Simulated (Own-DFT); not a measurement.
## Calculated data, SiC (4H silicon carbide, atoms displaced)

Computed with Own-DFT development build. A calculation, not a measurement: plane-wave PBE density functional theory by an unreviewed code, no spin, of a simulated periodic cell, stress positive in tension, free energy of the whole cell less one offset for each atom, forces on such cells passed a denser k mesh, this cell's mesh not checked; offsets are fitted by least squares, one for each functional and potential file, so energies compare only between cells with the same atoms and settings and are not formation energies; the far tail of each file's local potential was reset to the Coulomb form; each entry is a single point on an unrelaxed cell, so the pressure reflects the starting lattice, mostly measured values (interpolated for alloys), from which strain is counted, and rises with the displacements; printed positions are rounded, which can move forces by about a meV/angstrom; the program, named Own-DFT, is a retired in-house code; no spin-orbit coupling.

Common to all runs: functional PBE; potential files PseudoDojo norm-conserving, scalar-relativistic, standard set; wave cutoff 42 hartree; occupations Fermi-Dirac; smearing width 0.1 eV; hardware one NVIDIA H200; k mesh 3 x 3 x 3 centred on Gamma.

```yaml
- entry: 1
  formula: SiC
  kind: "4H silicon carbide, atoms displaced"
  structure:
    cell_angstrom: [[12.3308, 0.0, 0.0], [-6.1654, 10.6788, 0.0], [0.0, 0.0, 10.0681]]
    atoms_fractional:
      - [Si, 0.99937, 0.99915, 0.39501]
      - [Si, 0.08627, 0.17382, 0.15492]
      - [C, 0.00535, 0.00923, 0.10212]
      - [C, 0.08584, 0.16828, 0.34937]
      - [Si, 0.99504, 0.24418, 0.40473]
      - [Si, 0.08834, 0.41993, 0.1655]
      - [C, 0.99564, 0.24531, 0.09522]
      - [C, 0.08791, 0.41819, 0.34536]
      - [Si, 0.99407, 0.50304, 0.40812]
      - [Si, 0.09191, 0.67313, 0.1442]
      - [C, 0.01327, 0.51085, 0.08461]
      - [C, 0.0868, 0.67449, 0.34537]
      - [Si, 0.99626, 0.74464, 0.4063]
      - [Si, 0.09228, 0.92079, 0.1483]
      - [C, 0.00177, 0.74193, 0.09407]
      - [C, 0.08609, 0.92607, 0.33333]
      - [Si, 0.25424, 0.00203, 0.40446]
      - [Si, 0.33675, 0.1642, 0.15492]
      - [C, 0.24131, 0.98453, 0.09621]
      - [C, 0.32681, 0.16161, 0.34756]
      - [Si, 0.23779, 0.25103, 0.40161]
      - [Si, 0.33454, 0.41827, 0.15088]
      - [C, 0.24332, 0.25711, 0.10423]
      - [C, 0.34022, 0.41557, 0.3426]
      - [Si, 0.25805, 0.50787, 0.40287]
      - [Si, 0.34135, 0.66912, 0.15674]
      - [C, 0.236, 0.49344, 0.0968]
      - [C, 0.33388, 0.6709, 0.34009]
      - [Si, 0.25181, 0.74717, 0.41062]
      - [Si, 0.32168, 0.90189, 0.15845]
      - [C, 0.24635, 0.74521, 0.09459]
      - [C, 0.33542, 0.91412, 0.34605]
      - [Si, 0.50707, 0.00144, 0.41709]
      - [Si, 0.582, 0.16482, 0.15945]
      - [C, 0.4987, 0.99835, 0.09698]
      - [C, 0.58554, 0.17078, 0.34964]
      - [Si, 0.49393, 0.25081, 0.39382]
      - [Si, 0.57666, 0.40995, 0.16013]
      - [C, 0.49477, 0.24475, 0.09996]
      - [C, 0.59245, 0.43064, 0.34624]
      - [Si, 0.498, 0.50616, 0.40143]
      - [Si, 0.57865, 0.66296, 0.15846]
      - [C, 0.4996, 0.50542, 0.08726]
      - [C, 0.58566, 0.65328, 0.33926]
      - [Si, 0.4986, 0.74512, 0.40875]
      - [Si, 0.57932, 0.91873, 0.15887]
      - [C, 0.50121, 0.75167, 0.09753]
      - [C, 0.58023, 0.92103, 0.33907]
      - [Si, 0.7499, 0.99899, 0.40266]
      - [Si, 0.83997, 0.16846, 0.15345]
      - [C, 0.73597, 0.99157, 0.09478]
      - [C, 0.84491, 0.1693, 0.3403]
      - [Si, 0.74805, 0.25518, 0.40864]
      - [Si, 0.83305, 0.40979, 0.15595]
      - [C, 0.74932, 0.248, 0.09941]
      - [C, 0.84024, 0.41594, 0.35352]
      - [Si, 0.75555, 0.49612, 0.41406]
      - [Si, 0.8352, 0.66692, 0.15232]
      - [C, 0.75498, 0.50197, 0.09395]
      - [C, 0.83803, 0.67129, 0.33735]
      - [Si, 0.74701, 0.75125, 0.40427]
      - [Si, 0.8303, 0.91295, 0.15769]
      - [C, 0.75747, 0.7536, 0.09079]
      - [C, 0.83447, 0.91563, 0.34762]
      - [Si, 0.99902, 0.00138, 0.90889]
      - [Si, 0.93194, 0.84157, 0.66697]
      - [C, 0.99749, 0.98957, 0.59292]
      - [C, 0.9108, 0.82593, 0.84226]
      - [Si, 0.00495, 0.74737, 0.90503]
      - [Si, 0.91084, 0.57774, 0.65417]
      - [C, 0.0076, 0.74612, 0.58633]
      - [C, 0.92528, 0.59006, 0.8374]
      - [Si, 0.99595, 0.5006, 0.90522]
      - [Si, 0.91596, 0.33662, 0.65115]
      - [C, 0.00327, 0.49356, 0.58898]
      - [C, 0.91089, 0.3265, 0.83898]
      - [Si, 0.99708, 0.24732, 0.9105]
      - [Si, 0.92377, 0.08278, 0.66374]
      - [C, 0.99522, 0.24669, 0.60151]
      - [C, 0.91401, 0.08499, 0.8424]
      - [Si, 0.74431, 0.00235, 0.90585]
      - [Si, 0.65463, 0.82076, 0.64982]
      - [C, 0.75521, 0.99685, 0.59536]
      - [C, 0.66821, 0.82744, 0.83671]
      - [Si, 0.75576, 0.75964, 0.9062]
      - [Si, 0.66881, 0.58233, 0.65153]
      - [C, 0.75592, 0.75092, 0.5901]
      - [C, 0.66605, 0.57474, 0.85341]
      - [Si, 0.75164, 0.50147, 0.89993]
      - [Si, 0.66579, 0.32639, 0.66003]
      - [C, 0.74951, 0.50266, 0.60165]
      - [C, 0.66854, 0.33236, 0.84304]
      - [Si, 0.74413, 0.25712, 0.90304]
      - [Si, 0.67325, 0.09046, 0.66501]
      - [C, 0.75315, 0.25248, 0.58604]
      - [C, 0.6664, 0.08861, 0.82129]
      - [Si, 0.50601, 0.00969, 0.91394]
      - [Si, 0.41972, 0.84024, 0.64919]
      - [C, 0.49603, 0.00028, 0.59292]
      - [C, 0.41295, 0.83052, 0.83959]
      - [Si, 0.50329, 0.74841, 0.90216]
      - [Si, 0.42699, 0.58497, 0.66101]
      - [C, 0.4962, 0.74698, 0.58891]
      - [C, 0.42385, 0.58711, 0.83623]
      - [Si, 0.49742, 0.49998, 0.90823]
      - [Si, 0.41774, 0.33554, 0.67034]
      - [C, 0.5063, 0.50381, 0.5852]
      - [C, 0.41085, 0.32909, 0.85485]
      - [Si, 0.50708, 0.25002, 0.90586]
      - [Si, 0.41705, 0.07661, 0.65901]
      - [C, 0.49889, 0.24182, 0.59847]
      - [C, 0.41782, 0.08293, 0.83366]
      - [Si, 0.25232, 0.99789, 0.90484]
      - [Si, 0.17012, 0.83565, 0.65783]
      - [C, 0.24603, 0.9977, 0.59691]
      - [C, 0.15379, 0.83162, 0.84959]
      - [Si, 0.25583, 0.75234, 0.90585]
      - [Si, 0.16865, 0.58877, 0.65376]
      - [C, 0.25101, 0.75451, 0.59982]
      - [C, 0.15805, 0.57548, 0.84631]
      - [Si, 0.24244, 0.49723, 0.90384]
      - [Si, 0.16693, 0.32529, 0.64936]
      - [C, 0.24748, 0.50205, 0.59492]
      - [C, 0.16149, 0.3292, 0.8488]
      - [Si, 0.24559, 0.25101, 0.90051]
      - [Si, 0.16922, 0.08902, 0.65399]
      - [C, 0.24585, 0.25635, 0.5908]
      - [C, 0.15832, 0.07628, 0.84083]
  results:
    "free_energy_of_cell_above_offsets [eV]": "-5.669"
    "pressure [GPa]": 6.24
    "stress_xx [GPa]": -6.97
    "stress_yy [GPa]": -4.47
    "stress_zz [GPa]": -7.27
    "stress_yz [GPa]": 0.48
    "stress_xz [GPa]": 0.67
    "stress_xy [GPa]": -1.57
    force_element: [Si, Si, C, C, Si, Si, C, C, Si, Si, C, C, Si, Si, C, C, Si, Si, C, C, Si, Si, C, C, Si, Si, C, C, Si, Si, C, C, Si, Si, C, C, Si, Si, C, C, Si, Si, C, C, Si, Si, C, C, Si, Si, C, C, Si, Si, C, C, Si, Si, C, C, Si, Si, C, C, Si, Si, C, C, Si, Si, C, C, Si, Si, C, C, Si, Si, C, C, Si, Si, C, C, Si, Si, C, C, Si, Si, C, C, Si, Si, C, C, Si, Si, C, C, Si, Si, C, C, Si, Si, C, C, Si, Si, C, C, Si, Si, C, C, Si, Si, C, C, Si, Si, C, C, Si, Si, C, C]
    "force_x [eV/angstrom]": [0.763, -0.979, -0.204, -3.01, 2.059, -3.13, 0.839, -0.783, 4.271, -1.829, -1.321, 0.863, 0.166, -4.679, -1.654, 1.392, -1.025, -3.494, 3.657, 0.033, 4.444, -0.969, 3.793, -2.202, -0.626, -2.427, 4.798, 1.388, -1.679, 1.347, 3.402, 0.153, -2.113, 0.472, -1.278, -0.435, 0.875, 1.092, 1.648, -0.387, 2.095, 1.536, 0.244, -2.294, 0.139, 0.079, 0.465, 1.946, 0.237, -2.049, 2.238, -4.046, 1.998, 0.258, -0.302, -2.528, -1.487, 0.756, -0.756, -0.788, 2.453, 0.31, -1.402, -1.487, -0.728, -1.115, 0.348, 1.839, -3.955, 2.385, -1.551, -1.424, 0.777, 1.307, -1.721, -0.706, -0.549, -1.283, 0.953, 0.355, 0.891, 3.113, -1.735, -2.029, -0.029, -0.855, -0.621, -2.075, 1.581, -0.878, 1.019, -1.971, 4.417, 0.872, -0.509, -0.669, -0.084, 0.095, 2.418, 1.78, -0.624, -2.326, -0.531, -1.236, 1.122, 0.442, -0.597, 1.182, -2.334, -2.044, -1.042, 0.067, -1.335, -1.413, 1.011, 5.587, -2.125, 0.202, 1.133, 0.863, 0.88, -4.831, 1.998, 0.175, -0.164, -0.384, 4.325, 1.493]
    "force_y [eV/angstrom]": [-0.004, -1.341, -1.702, -1.196, 2.467, -1.261, 1.925, -0.055, 1.18, -2.533, -2.904, -1.718, 2.71, -2.66, 2.413, -1.738, -1.857, -1.383, 4.293, 1.953, 1.007, 1.011, -1.42, 0.493, -1.821, -1.532, 2.668, -0.384, 1.132, 2.375, 1.021, 0.421, 0.438, -0.271, 0.456, -0.737, 0.95, 2.763, 0.668, -2.814, -3.752, 1.308, -1.632, 5.065, 0.928, -0.928, -0.115, -1.303, 0.763, -1.769, 1.942, -1.544, -1.446, 3.097, -0.656, -0.533, 1.87, -0.21, -1.933, -1.346, -0.842, 1.238, -0.739, -0.102, -0.73, -3.483, 3.884, 1.845, -0.849, 1.575, 0.197, -2.001, -1.205, -1.521, 2.1, 1.472, 0.421, -1.001, 0.018, -0.927, -0.726, 2.762, 0.079, 1.495, -3.202, 1.47, -0.492, 2.051, 0.201, 0.861, -2.439, 1.41, -2.149, -1.451, -0.353, -0.308, -1.958, -1.823, 0.377, 1.594, 0.731, -1.049, 0.102, -1.191, 0.126, -0.466, -0.892, 0.751, -0.497, 1.125, 1.477, 0.129, -0.007, -0.642, 1.146, 1.935, -1.592, -1.418, -0.302, 2.235, -0.01, 3.474, -0.109, 0.745, -1.61, -1.494, -2.059, 1.796]
    "force_z [eV/angstrom]": [2.099, 1.618, -1.84, -1.787, 2.036, -1.07, -0.525, 0.941, -0.467, 3.319, 2.247, -0.995, -1.304, 2.081, -1.306, 1.269, 0.622, 1.134, -2.399, -1.229, 1.182, 1.048, -2.823, -0.704, 0.972, -0.605, -1.506, 0.741, -0.16, 0.75, -1.514, 0.242, -2.637, 0.987, -0.384, -0.969, 2.922, -0.584, -1.702, -0.285, 1.706, -1.279, 1.481, -0.096, -1.897, -0.297, -1.145, 1.923, 1.063, 0.953, -0.764, -0.347, -1.152, 0.269, -1.655, -2.371, -1.293, 0.453, -0.52, 1.354, 0.535, 0.01, 0.416, -1.536, 0.416, -2.863, -0.828, 1.887, 1.752, -0.19, 2.107, 0.359, -0.73, 0.961, 0.71, 1.184, -0.947, -2.273, -1.716, 2.16, -1.103, 0.226, -0.24, 0.726, 0.064, 1.504, 0.715, -2.178, 1.817, -1.812, -1.237, -0.102, 1.137, -10.29, 2.102, 12.05, -2.384, 1.462, 0.896, 0.533, 0.549, -2.78, 0.515, 2.811, -0.93, -3.011, 1.94, -0.545, 0.187, -2.38, -0.61, 4.181, 0.032, 0.133, -0.55, -2.155, -0.152, 1.064, -1.007, -1.234, 0.338, 2.267, -0.338, -1.571, 2.25, -0.424, -0.457, 0.77]
    "wall_time [s]": 544.4
- entry: 2
  formula: SiC
  kind: "4H silicon carbide, atoms displaced"
  structure:
    cell_angstrom: [[12.3308, 0.0, 0.0], [-6.1654, 10.6788, 0.0], [0.0, 0.0, 10.0681]]
    atoms_fractional:
      - [Si, 0.99931, 0.00036, 0.41368]
      - [Si, 0.08359, 0.16529, 0.15578]
      - [C, 0.99488, 0.99789, 0.09578]
      - [C, 0.08185, 0.1658, 0.3402]
      - [Si, 0.00067, 0.25104, 0.40998]
      - [Si, 0.06903, 0.40627, 0.15394]
      - [C, 0.99564, 0.24101, 0.0863]
      - [C, 0.08105, 0.41028, 0.33622]
      - [Si, 0.01273, 0.51427, 0.41024]
      - [Si, 0.08407, 0.66846, 0.15295]
      - [C, 0.00181, 0.50378, 0.09231]
      - [C, 0.07838, 0.66239, 0.33955]
      - [Si, 0.99981, 0.73828, 0.41138]
      - [Si, 0.0814, 0.91342, 0.15496]
      - [C, 0.99044, 0.74155, 0.09015]
      - [C, 0.07239, 0.9056, 0.33942]
      - [Si, 0.25672, 0.00556, 0.40527]
      - [Si, 0.33623, 0.15988, 0.1543]
      - [C, 0.24918, 0.00594, 0.08593]
      - [C, 0.35241, 0.17193, 0.34618]
      - [Si, 0.24619, 0.25373, 0.40356]
      - [Si, 0.33402, 0.41338, 0.15571]
      - [C, 0.24793, 0.24687, 0.09064]
      - [C, 0.33528, 0.42314, 0.34097]
      - [Si, 0.24481, 0.49303, 0.40762]
      - [Si, 0.33703, 0.67596, 0.15765]
      - [C, 0.24857, 0.48808, 0.09216]
      - [C, 0.33384, 0.66037, 0.34131]
      - [Si, 0.24912, 0.74984, 0.39637]
      - [Si, 0.33113, 0.92082, 0.16677]
      - [C, 0.25462, 0.75807, 0.08088]
      - [C, 0.32778, 0.90997, 0.34778]
      - [Si, 0.49028, 0.98915, 0.40826]
      - [Si, 0.57848, 0.16364, 0.15627]
      - [C, 0.49308, 0.99715, 0.10363]
      - [C, 0.58274, 0.15465, 0.33867]
      - [Si, 0.4934, 0.24572, 0.41675]
      - [Si, 0.58663, 0.41927, 0.16243]
      - [C, 0.48924, 0.23935, 0.09533]
      - [C, 0.5787, 0.4171, 0.34089]
      - [Si, 0.50993, 0.50729, 0.40423]
      - [Si, 0.57182, 0.65955, 0.16153]
      - [C, 0.49629, 0.49453, 0.08774]
      - [C, 0.59258, 0.66771, 0.35011]
      - [Si, 0.50677, 0.75414, 0.40719]
      - [Si, 0.58405, 0.91124, 0.15644]
      - [C, 0.49781, 0.74486, 0.08746]
      - [C, 0.57756, 0.91268, 0.35456]
      - [Si, 0.75103, 0.99234, 0.4142]
      - [Si, 0.83176, 0.16583, 0.15449]
      - [C, 0.74787, 0.99779, 0.08389]
      - [C, 0.82966, 0.16595, 0.3444]
      - [Si, 0.75206, 0.24119, 0.40382]
      - [Si, 0.83254, 0.41372, 0.15648]
      - [C, 0.7552, 0.25245, 0.08052]
      - [C, 0.83345, 0.4184, 0.34325]
      - [Si, 0.75038, 0.49767, 0.39935]
      - [Si, 0.8332, 0.65651, 0.15824]
      - [C, 0.75031, 0.50539, 0.09582]
      - [C, 0.8342, 0.66484, 0.34598]
      - [Si, 0.74092, 0.74397, 0.4078]
      - [Si, 0.83413, 0.91682, 0.15505]
      - [C, 0.75435, 0.74814, 0.08814]
      - [C, 0.83776, 0.92103, 0.34509]
      - [Si, 0.98592, 0.99412, 0.90094]
      - [Si, 0.90844, 0.83144, 0.66305]
      - [C, 0.01323, 0.00783, 0.58289]
      - [C, 0.92027, 0.83452, 0.83884]
      - [Si, 0.98852, 0.74025, 0.90145]
      - [Si, 0.91736, 0.58557, 0.65919]
      - [C, 0.00625, 0.75508, 0.59207]
      - [C, 0.92535, 0.58682, 0.84658]
      - [Si, 0.99811, 0.5047, 0.91125]
      - [Si, 0.9208, 0.34062, 0.65622]
      - [C, 0.00829, 0.50115, 0.5967]
      - [C, 0.91532, 0.33042, 0.84084]
      - [Si, 0.00555, 0.25205, 0.89674]
      - [Si, 0.91217, 0.08935, 0.65055]
      - [C, 0.00332, 0.25113, 0.58897]
      - [C, 0.92226, 0.08657, 0.84213]
      - [Si, 0.75618, 0.0047, 0.90613]
      - [Si, 0.67082, 0.84266, 0.66415]
      - [C, 0.74549, 0.99217, 0.58838]
      - [C, 0.67689, 0.83724, 0.83509]
      - [Si, 0.75946, 0.75556, 0.91393]
      - [Si, 0.65563, 0.57619, 0.65813]
      - [C, 0.75162, 0.74387, 0.59518]
      - [C, 0.65693, 0.57598, 0.8472]
      - [Si, 0.74224, 0.50032, 0.90265]
      - [Si, 0.66423, 0.32669, 0.65456]
      - [C, 0.74587, 0.49396, 0.59509]
      - [C, 0.66142, 0.32876, 0.84309]
      - [Si, 0.74877, 0.24739, 0.90227]
      - [Si, 0.66759, 0.08254, 0.67133]
      - [C, 0.74285, 0.24427, 0.60171]
      - [C, 0.6585, 0.08486, 0.84762]
      - [Si, 0.50285, 0.008, 0.91199]
      - [Si, 0.42427, 0.83922, 0.66212]
      - [C, 0.49551, 0.99333, 0.59667]
      - [C, 0.41886, 0.83772, 0.84198]
      - [Si, 0.49919, 0.75716, 0.90532]
      - [Si, 0.42159, 0.59242, 0.65174]
      - [C, 0.50097, 0.7492, 0.59903]
      - [C, 0.42751, 0.57986, 0.85161]
      - [Si, 0.50649, 0.50398, 0.90817]
      - [Si, 0.41604, 0.3294, 0.65847]
      - [C, 0.50068, 0.49381, 0.59157]
      - [C, 0.41616, 0.33818, 0.84044]
      - [Si, 0.50142, 0.25276, 0.88881]
      - [Si, 0.41744, 0.09046, 0.65491]
      - [C, 0.49934, 0.24779, 0.59575]
      - [C, 0.41387, 0.08619, 0.84482]
      - [Si, 0.24931, 0.99867, 0.90045]
      - [Si, 0.17281, 0.83298, 0.65374]
      - [C, 0.25404, 0.00227, 0.59337]
      - [C, 0.16346, 0.8305, 0.83894]
      - [Si, 0.24064, 0.74925, 0.91865]
      - [Si, 0.17698, 0.5885, 0.65396]
      - [C, 0.25012, 0.74805, 0.62364]
      - [C, 0.16218, 0.58905, 0.83581]
      - [Si, 0.2441, 0.5055, 0.90308]
      - [Si, 0.16227, 0.32934, 0.65888]
      - [C, 0.2407, 0.49017, 0.58054]
      - [C, 0.16553, 0.32471, 0.84581]
      - [Si, 0.25758, 0.25001, 0.90885]
      - [Si, 0.15922, 0.07667, 0.65548]
      - [C, 0.24907, 0.24333, 0.59314]
      - [C, 0.15964, 0.07656, 0.83654]
  results:
    "free_energy_of_cell_above_offsets [eV]": "-5.169"
    "pressure [GPa]": 6.43
    "stress_xx [GPa]": -4.38
    "stress_yy [GPa]": -5.61
    "stress_zz [GPa]": -9.31
    "stress_yz [GPa]": 0.4
    "stress_xz [GPa]": -0.43
    "stress_xy [GPa]": -0.64
    force_element: [Si, Si, C, C, Si, Si, C, C, Si, Si, C, C, Si, Si, C, C, Si, Si, C, C, Si, Si, C, C, Si, Si, C, C, Si, Si, C, C, Si, Si, C, C, Si, Si, C, C, Si, Si, C, C, Si, Si, C, C, Si, Si, C, C, Si, Si, C, C, Si, Si, C, C, Si, Si, C, C, Si, Si, C, C, Si, Si, C, C, Si, Si, C, C, Si, Si, C, C, Si, Si, C, C, Si, Si, C, C, Si, Si, C, C, Si, Si, C, C, Si, Si, C, C, Si, Si, C, C, Si, Si, C, C, Si, Si, C, C, Si, Si, C, C, Si, Si, C, C, Si, Si, C, C, Si, Si, C, C]
    "force_x [eV/angstrom]": [1.063, -0.228, 0.955, 0.113, -0.341, 2.727, -0.571, -0.933, -0.528, -0.28, -0.231, 1.973, -2.538, -0.841, 1.715, 1.633, -1.896, -2.579, 0.363, -6.193, 1.99, -0.435, 1.053, 1.275, 0.081, -0.036, -2.69, -0.59, 0.684, -0.336, -0.361, -0.293, 1.157, 0.611, 1.658, -0.909, 4.831, -1.099, 2.918, 1.669, -1.76, 2.412, 0.748, -4.41, -0.999, -1.066, -0.141, 1.884, -1.706, 0.261, -0.046, 2.889, -3.311, -0.395, -1.1, 1.436, -1.006, -1.518, 0.582, -0.422, 5.439, -0.361, -1.162, -0.908, 3.772, 2.421, -4.558, -1.103, 2.075, 0.499, -0.633, -3.438, 1.867, -0.316, -1.355, 0.097, -1.089, 2.269, -1.816, -2.453, -0.936, 0.944, -0.032, -1.03, -1.666, 2.375, -2.224, 2.788, 1.912, -0.329, 0.3, 1.629, -0.119, -1.155, 2.354, 2.863, -1.9, -1.225, 0.132, -0.482, 1.856, 0.597, 0.2, -4.793, -1.59, -1.408, -1.879, 1.319, -1.725, 0.807, 0.064, 0.93, -1.287, -1.816, -0.388, -0.634, 1.091, -1.158, 2.002, 1.182, 2.384, 1.998, 1.109, 0.184, -1.727, 2.926, -0.666, 0.087]
    "force_y [eV/angstrom]": [-0.571, -0.175, 0.107, 0.025, -0.51, 0.908, 0.786, 1.255, -5.359, -0.038, -0.785, 2.207, 2.631, -0.073, 1.403, 1.556, -1.014, 1.651, -2.795, -2.987, -0.262, -0.412, -0.298, -0.804, 0.588, -2.988, 2.336, 1.538, -1.875, -0.225, -0.543, 1.051, 1.941, 0.638, -0.123, 1.409, 2.554, -1.77, 3.23, -0.597, -2.601, 0.339, 0.575, -0.451, -2.131, 0.739, 1.301, 0.547, 1.412, -0.429, -0.001, -1.669, 1.722, 0.748, -0.641, -1.106, -0.025, 3.204, -3.586, -0.259, 2.925, -0.684, -0.176, -1.739, 1.325, 0.775, -2.458, -1.136, 3.572, -0.39, -1.085, -2.325, -1.796, -1.551, 1.415, 1.05, -0.403, -1.286, 0.077, -0.054, -0.642, -3.593, 2.856, 0.408, -1.488, 0.788, 0.424, 3.067, -0.748, 1.543, 0.634, 1.484, 1.338, -0.654, 0.217, -0.386, -2.269, -1.906, 2.593, 0.306, -1.486, -4.052, 2.172, 2.501, -2.418, 0.475, 0.709, -0.372, -0.741, -3.067, 1.05, -0.267, -0.496, 0.967, -0.571, 0.384, 0.763, -2.447, 1.577, -1.138, -1.308, -0.094, 1.842, 2.438, -1.274, 1.802, 1.04, 0.69]
    "force_z [eV/angstrom]": [-4.215, -0.871, -1.301, 0.789, -2.177, -0.887, 0.461, 1.637, -0.164, -0.626, 0.618, -0.618, -0.819, -0.578, -0.201, 1.116, 0.485, 1.128, 1.441, -2.13, 0.416, -0.556, 1.426, 0.615, -3.353, -1.369, -0.322, 0.929, 2.496, -2.863, 7.857, -0.344, 0.594, -0.436, -1.312, 2.043, -1.458, -2.11, -1.985, 1.664, 0.982, -1.807, 2.356, -2.233, 0.996, 0.272, 1.745, -2.152, -3.139, -0.516, 2.639, -0.297, 1.294, -0.471, 2.777, 0.341, 1.607, 0.927, -1.409, -0.088, 1.022, 0.35, 3.223, 0.139, 1.628, -3.459, 3.493, 1.548, 1.118, -0.923, 1.165, -1.372, -1.332, -0.359, -0.759, 0.404, 1.812, 0.32, 1.237, -1.551, -1.322, -2.654, 2.741, 4.24, -2.746, 0.154, 0.009, -1.312, 0.776, 0.376, -0.157, -0.429, -0.524, -3.597, -1.6, 0.799, 0.377, -0.146, -0.409, 2.248, -1.068, 1.63, -1.309, -2.444, 0.602, -1.019, -0.577, 0.503, 3.672, 0.824, 0.352, -0.889, -0.238, 0.901, -0.366, 1.735, -7.893, 0.336, -5.136, 2.526, 0.864, -0.259, 4.03, -0.989, -1.016, 0.183, -0.204, 1.877]
    "wall_time [s]": 522.1
```
